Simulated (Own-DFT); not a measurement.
# Computed records: GaN (wurtzite, strained, atoms displaced)

All values are calculated (Own-DFT development build). A calculation, not a measurement: plane-wave PBE density functional theory by an unreviewed code, no spin, of a simulated periodic cell, stress positive in tension, free energy of the whole cell less one offset for each atom, forces on such cells passed a denser k mesh, this cell's mesh not checked; offsets are fitted by least squares, one for each functional and potential file, so energies compare only between cells with the same atoms and settings and are not formation energies; the far tail of each file's local potential was reset to the Coulomb form; each entry is a single point on an unrelaxed cell, so the pressure reflects the starting lattice, mostly measured values (interpolated for alloys), from which strain is counted, and rises with the displacements; printed positions are rounded, which can move forces by about a meV/angstrom; the program, named Own-DFT, is a retired in-house code; no spin-orbit coupling.

Common to all runs: functional PBE; potential files PseudoDojo norm-conserving, scalar-relativistic, standard set with the stringent files for Ga; wave cutoff 96 hartree; occupations Gaussian; smearing width 0.01 eV; k mesh 3 x 4 x 3 centred on Gamma.

(1) GaN (wurtzite, strained, atoms displaced)

```
GaN
1.0
     12.7560     0.0000     0.0000
     -4.7835     8.2853     0.0000
      0.0000     0.0000    10.4218
Ga N Ga N Ga N Ga N Ga N Ga N Ga N Ga N Ga N Ga N Ga N Ga N Ga N Ga N Ga N Ga N Ga N Ga N Ga N Ga N Ga N Ga N Ga N Ga N
2 2 2 2 2 2 2 2 2 2 2 2 2 2 2 2 2 2 2 2 2 2 2 2 2 2 2 2 2 2 2 2 2 2 2 2 2 2 2 2 2 2 2 2 2 2 2 2
Direct
  0.07748 0.21870 0.00185
  0.16793 0.11180 0.24821
  0.07675 0.21955 0.18502
  0.16304 0.11198 0.43450
  0.07190 0.21277 0.49771
  0.16245 0.10662 0.75312
  0.08686 0.21325 0.68593
  0.17452 0.12193 0.93865
  0.07821 0.54557 0.99839
  0.16973 0.43491 0.25670
  0.09044 0.56493 0.18512
  0.16327 0.43238 0.44001
  0.08249 0.55125 0.49530
  0.15884 0.44342 0.75816
  0.08967 0.55836 0.68352
  0.16620 0.44258 0.93778
  0.08351 0.89311 0.99838
  0.16349 0.78405 0.25067
  0.08266 0.88420 0.19215
  0.17523 0.77943 0.43880
  0.07615 0.89057 0.49754
  0.16573 0.77209 0.75361
  0.08079 0.89351 0.69320
  0.16845 0.78522 0.93773
  0.33392 0.22874 0.99964
  0.42157 0.11681 0.25288
  0.33343 0.21916 0.18644
  0.41283 0.11380 0.43647
  0.32748 0.21817 0.49872
  0.41397 0.10810 0.74003
  0.33765 0.21869 0.68962
  0.41259 0.11539 0.93362
  0.33227 0.54926 0.00119
  0.42058 0.45257 0.25123
  0.32879 0.55541 0.19486
  0.42720 0.45666 0.44169
  0.32853 0.54781 0.49958
  0.42113 0.45173 0.73775
  0.32437 0.54709 0.68978
  0.41518 0.44280 0.93602
  0.33873 0.89814 0.99327
  0.41804 0.77858 0.24750
  0.33216 0.88796 0.18860
  0.42393 0.77254 0.44179
  0.32930 0.88364 0.50146
  0.41321 0.77312 0.75066
  0.33583 0.89702 0.68840
  0.42018 0.78204 0.93789
  0.57737 0.21329 0.00130
  0.66684 0.11284 0.24819
  0.57898 0.22469 0.18541
  0.66628 0.12065 0.44566
  0.58981 0.23403 0.49827
  0.66824 0.11674 0.75403
  0.58625 0.22846 0.68654
  0.66230 0.10276 0.93982
  0.59001 0.56498 0.00610
  0.66953 0.44820 0.23853
  0.58743 0.56908 0.18439
  0.66592 0.43729 0.43463
  0.58377 0.56290 0.50226
  0.67057 0.44088 0.74528
  0.58265 0.54511 0.68930
  0.65947 0.43752 0.92642
  0.58278 0.88531 0.00344
  0.67363 0.77058 0.24792
  0.58449 0.87851 0.18651
  0.66755 0.77442 0.44174
  0.58818 0.89308 0.49633
  0.67386 0.78021 0.75187
  0.58886 0.88787 0.68634
  0.66222 0.77734 0.93762
  0.84025 0.22714 0.00060
  0.91886 0.11467 0.25116
  0.83510 0.22926 0.18741
  0.91883 0.11992 0.43805
  0.83499 0.21701 0.50368
  0.92205 0.11417 0.75001
  0.83269 0.22781 0.68701
  0.91934 0.10832 0.93695
  0.83314 0.55181 0.00381
  0.91825 0.44834 0.25252
  0.82748 0.54657 0.19241
  0.91000 0.43466 0.43848
  0.83732 0.55749 0.50434
  0.91807 0.43590 0.75201
  0.82203 0.55038 0.68646
  0.91900 0.44414 0.94229
  0.83975 0.88984 0.99925
  0.91318 0.77683 0.24861
  0.83107 0.87990 0.18528
  0.90720 0.77179 0.43943
  0.83491 0.89455 0.50521
  0.91770 0.77797 0.74785
  0.83950 0.89271 0.68929
  0.91268 0.76467 0.93905
```

* free energy of cell above offsets: -5.333 eV
* pressure: 5.82 GPa
* stress xx: -6.49 GPa
* stress yy: -6.36 GPa
* stress zz: -4.61 GPa
* stress yz: 0.17 GPa
* stress xz: -0.03 GPa
* stress xy: -0.71 GPa

Force:
```tsv
element	x (eV/Å)	y (eV/Å)	z (eV/Å)
Ga	1.652	0.665	-0.438
Ga	-0.007	-0.119	-0.282
N	1.197	-0.026	0.497
N	-0.3	-0.284	0.107
Ga	2.626	1.175	1.229
Ga	1.939	1.026	0.151
N	-1.987	1.403	-0.08
N	-1.939	-1.39	0.315
Ga	1.209	2.316	1.047
Ga	-1.655	0.964	-0.825
N	-0.511	-1.431	0.824
N	-0.376	0.506	-0.01
Ga	-0.068	0.279	-0.148
Ga	1.891	-0.826	-1.439
N	-1.507	-0.592	0.312
N	-0.492	-0.294	0.799
Ga	0.495	-0.124	0.144
Ga	2.509	-0.843	0.08
N	-1.89	1.071	-0.9
N	-2.903	-1.118	-0.261
Ga	1.263	-0.359	0.489
Ga	-0.254	1.413	-0.451
N	1.018	-1.416	-1.172
N	0.056	-1.193	0.143
Ga	1.041	-0.016	-0.015
Ga	-0.998	-1.279	-0.091
N	-0.423	1.09	0.5
N	0.882	-0.425	0.6
Ga	0.767	0.836	0.466
Ga	1.256	1.452	1.491
N	-2.382	0.788	-0.975
N	0.778	-0.15	-0.114
Ga	0.046	0.895	-0.035
Ga	0.02	-0.705	0.135
N	1.151	-0.325	-1.032
N	-1.799	-1.957	-0.844
Ga	0.508	0.796	0.42
Ga	-0.543	-1.382	1.664
N	0.157	0.619	-0.235
N	0.43	1.166	0.014
Ga	-0.415	-0.671	1.04
Ga	-0.451	0.249	0.814
N	0.273	0.666	-0.304
N	-1.761	0.25	-0.565
Ga	2.197	1.309	-0.107
Ga	0.796	0.538	-0.507
N	0.074	-2.435	-0.244
N	-0.591	-0.962	0.128
Ga	-0.265	0.761	-1.189
Ga	-0.191	-0.359	0.422
N	1.364	-0.012	0.036
N	1.588	-1.325	-1.62
Ga	-1.461	-1.608	0.846
Ga	-0.624	-1.179	-0.591
N	0.181	-1.604	-0.168
N	0.794	1.313	0.288
Ga	-0.576	-1.534	-2.523
Ga	-1.698	-1.138	2.149
N	0.285	-2.796	0.582
N	-0.321	2.853	-0.853
Ga	1.939	-1.099	0.519
Ga	-2.415	-0.575	0.911
N	0.211	2.014	-0.5
N	1.015	0.553	2.671
Ga	-0.102	0.131	-0.509
Ga	-1.75	1.896	1.652
N	-0.118	1.206	0.932
N	0.632	1.644	-1.012
Ga	-0.331	-0.028	0.776
Ga	-1.06	-0.819	-0.274
N	-0.563	0.248	0.338
N	1.801	0.599	-0.004
Ga	-1.229	-1.46	0.106
Ga	-1.143	-0.742	-0.379
N	0.382	-0.868	0.132
N	-0.843	-2.222	-0.747
Ga	-1.947	0.706	-0.312
Ga	-0.406	-0.107	-0.181
N	1.299	-1.228	0.593
N	-0.86	0.056	-0.134
Ga	-1.015	-0.958	-0.568
Ga	0.824	0.081	-0.18
N	1.457	1.741	-1.094
N	0.948	1.254	0.238
Ga	-1.139	-1.293	-0.772
Ga	-0.887	2.007	-0.267
N	3.787	1.744	0.021
N	-0.755	-0.357	-1.188
Ga	-1.19	-0.966	-0.37
Ga	0.931	-0.565	0.453
N	0.528	1.962	0.014
N	0.945	0.996	-0.423
Ga	-0.478	-0.736	-0.614
Ga	-0.121	-1.072	0.525
N	-0.519	0.179	0.174
N	0.116	1.552	-0.243
```

(2) GaN (wurtzite, strained, atoms displaced)

```
GaN
1.0
     12.7560     0.0000     0.0000
     -4.7835     8.2853     0.0000
      0.0000     0.0000    10.4218
Ga N Ga N Ga N Ga N Ga N Ga N Ga N Ga N Ga N Ga N Ga N Ga N Ga N Ga N Ga N Ga N Ga N Ga N Ga N Ga N Ga N Ga N Ga N Ga N
2 2 2 2 2 2 2 2 2 2 2 2 2 2 2 2 2 2 2 2 2 2 2 2 2 2 2 2 2 2 2 2 2 2 2 2 2 2 2 2 2 2 2 2 2 2 2 2
Direct
  0.08322 0.22212 0.99868
  0.16350 0.10229 0.25132
  0.08573 0.22709 0.18616
  0.16447 0.10562 0.43689
  0.07947 0.20523 0.50535
  0.17002 0.11913 0.74573
  0.08715 0.23462 0.69315
  0.16953 0.11394 0.94021
  0.08055 0.55419 0.99873
  0.16662 0.43796 0.24805
  0.08416 0.55332 0.18613
  0.16671 0.44149 0.44422
  0.08100 0.56394 0.50164
  0.16841 0.44647 0.75410
  0.08270 0.55726 0.68354
  0.16596 0.44539 0.94406
  0.06786 0.87386 0.99683
  0.16877 0.77886 0.25253
  0.07704 0.88713 0.18667
  0.16781 0.78616 0.43258
  0.08750 0.88139 0.49378
  0.16904 0.78284 0.75084
  0.08965 0.89604 0.69764
  0.17068 0.77627 0.94056
  0.33474 0.22942 0.99818
  0.41501 0.09540 0.24781
  0.33004 0.21236 0.18765
  0.41464 0.10708 0.43889
  0.32850 0.21112 0.49805
  0.41072 0.11100 0.74944
  0.33619 0.22257 0.68861
  0.41890 0.11202 0.94740
  0.33366 0.54839 0.00145
  0.41353 0.44753 0.24715
  0.34462 0.56210 0.19055
  0.42235 0.44519 0.44556
  0.33048 0.54111 0.49390
  0.41478 0.44247 0.74992
  0.33335 0.54232 0.69422
  0.41365 0.43541 0.93597
  0.32766 0.88332 0.99762
  0.42335 0.77541 0.25399
  0.34249 0.89219 0.19110
  0.40649 0.77542 0.43752
  0.33073 0.88878 0.50230
  0.42843 0.77654 0.75751
  0.33380 0.89014 0.68389
  0.41527 0.78752 0.94479
  0.57557 0.21678 0.00265
  0.67325 0.11238 0.25129
  0.58378 0.23267 0.18120
  0.67609 0.11438 0.43592
  0.58877 0.22910 0.49623
  0.66922 0.11074 0.75403
  0.57895 0.22131 0.68892
  0.66745 0.10472 0.94680
  0.58701 0.55881 0.00109
  0.67294 0.45857 0.25356
  0.58649 0.56460 0.19098
  0.66549 0.43471 0.43591
  0.58105 0.54845 0.49457
  0.66530 0.44039 0.74887
  0.58700 0.54703 0.69200
  0.66803 0.43989 0.94547
  0.58883 0.89352 0.98781
  0.66701 0.78071 0.24749
  0.57875 0.88078 0.18594
  0.66984 0.77834 0.42662
  0.59114 0.89513 0.50671
  0.66869 0.78574 0.74594
  0.57790 0.88293 0.68743
  0.66230 0.77022 0.94440
  0.83803 0.22828 0.00474
  0.91313 0.10628 0.24761
  0.83669 0.23963 0.19780
  0.91782 0.11221 0.44293
  0.83634 0.23288 0.49334
  0.92572 0.12097 0.75582
  0.83564 0.23163 0.70266
  0.91825 0.11201 0.93602
  0.84338 0.54970 0.99746
  0.91872 0.44066 0.25516
  0.82769 0.55843 0.19245
  0.91597 0.44397 0.43918
  0.84142 0.55554 0.49977
  0.90279 0.43438 0.74165
  0.83550 0.55868 0.69229
  0.91552 0.44350 0.94946
  0.84361 0.89893 0.99854
  0.91105 0.77156 0.25050
  0.82981 0.88017 0.18493
  0.91710 0.77372 0.43747
  0.83242 0.88440 0.50139
  0.91155 0.77548 0.74474
  0.83159 0.89198 0.69384
  0.90823 0.76335 0.93884
```

- free energy of cell above offsets: -3.054 eV
- pressure: 6.75 GPa
- stress xx: -7.15 GPa
- stress yy: -9.23 GPa
- stress zz: -3.88 GPa
- stress yz: -0.23 GPa
- stress xz: 0.23 GPa
- stress xy: 0.29 GPa

Force:
```tsv
element	x (eV/Å)	y (eV/Å)	z (eV/Å)
Ga	0.917	0.101	0.314
Ga	0.056	0.988	-1.045
N	-0.343	-1.69	0.18
N	0.016	-0.239	0.409
Ga	-0.467	2.064	-0.323
Ga	0.178	-0.236	1.368
N	0.303	-1.699	-0.739
N	-0.868	-0.979	-0.645
Ga	0.9	0.43	0.378
Ga	0.086	1.455	0.946
N	-0.073	0.398	0.819
N	-0.949	-0.684	-0.905
Ga	1.947	-0.686	-0.396
Ga	-0.309	1.414	-0.087
N	-0.466	-0.08	1.308
N	0.072	-0.058	-0.597
Ga	2.262	1.916	0.261
Ga	0.29	0.014	-1.873
N	0.554	-0.79	0.029
N	1.199	-1.728	0.465
Ga	-2.352	1.306	1.741
Ga	0.588	-0.732	0.225
N	-1.428	-0.629	-1.64
N	-2.248	-0.599	-0.552
Ga	0.498	-2.256	1.21
Ga	-0.09	3.445	0.538
N	-0.22	0.916	0.521
N	0.616	0.386	-0.261
Ga	0.755	1.132	0.142
Ga	1.442	-0.622	0.944
N	-1.097	0.084	-0.728
N	-1.761	-0.963	-1.952
Ga	-0.171	1.214	-0.042
Ga	2.585	-1.777	0.828
N	-2.436	-0.82	-0.864
N	-1.251	-1.523	-1.521
Ga	-0.485	1.755	1.322
Ga	1.836	-0.363	0.13
N	-1.254	2.038	-0.912
N	0.283	2.183	0.143
Ga	0.5	1.758	1.499
Ga	-1.3	0.66	0.124
N	-1.115	-2.957	-0.999
N	2.135	-0.337	0.776
Ga	0.766	0.09	-0.258
Ga	-3.675	-1.437	-0.04
N	0.491	-0.473	1.342
N	1.963	-1.793	-1.181
Ga	1.634	0.961	-0.138
Ga	-2.18	-0.515	-1.17
N	0.858	-0.827	2.454
N	-1.235	-0.406	0.821
Ga	-0.656	-2.372	0.777
Ga	-1.264	0.31	0.3
N	1.292	-0.568	-0.282
N	0.137	2.332	-1.334
Ga	0.302	-1.508	0.393
Ga	-1.459	-2.07	-0.975
N	-0.363	-1.25	-0.222
N	0.464	2.428	0.451
Ga	1.337	1.026	1.123
Ga	0.394	-0.206	1.529
N	-1.699	1.812	-1.077
N	0.244	0.379	-1.149
Ga	-0.864	-1.963	2.535
Ga	-0.509	0.017	-0.942
N	1.226	2.092	-0.341
N	-0.248	-0.164	2.706
Ga	-1.078	-0.981	-2.093
Ga	0.372	-2.237	1.348
N	1.917	1.743	0.016
N	0.895	1.826	-1.79
Ga	-0.633	-1.026	0.249
Ga	0.55	0.47	0.482
N	1.219	-3.607	-1.735
N	-0.398	-0.537	-0.471
Ga	1.193	-1.702	1.585
Ga	-0.925	-0.477	-1.083
N	0.55	-3.853	-2.353
N	-0.26	0.516	1.059
Ga	-4.564	0.415	1.911
Ga	-0.599	3.357	-0.402
N	2.744	-0.293	-0.837
N	0.824	0.919	-0.086
Ga	-2.284	0.117	0.338
Ga	2.026	3.871	2.096
N	-0.674	-0.363	-1.276
N	2.241	-1.105	-2.431
Ga	-1.224	-2.112	0.172
Ga	0.573	0.612	-0.074
N	0.113	1.808	0.051
N	-0.048	0.411	0.663
Ga	-0.152	0.312	-0.22
Ga	1.067	0.82	0.961
N	0.626	0.828	-0.87
N	-0.362	1.17	-1.068
```
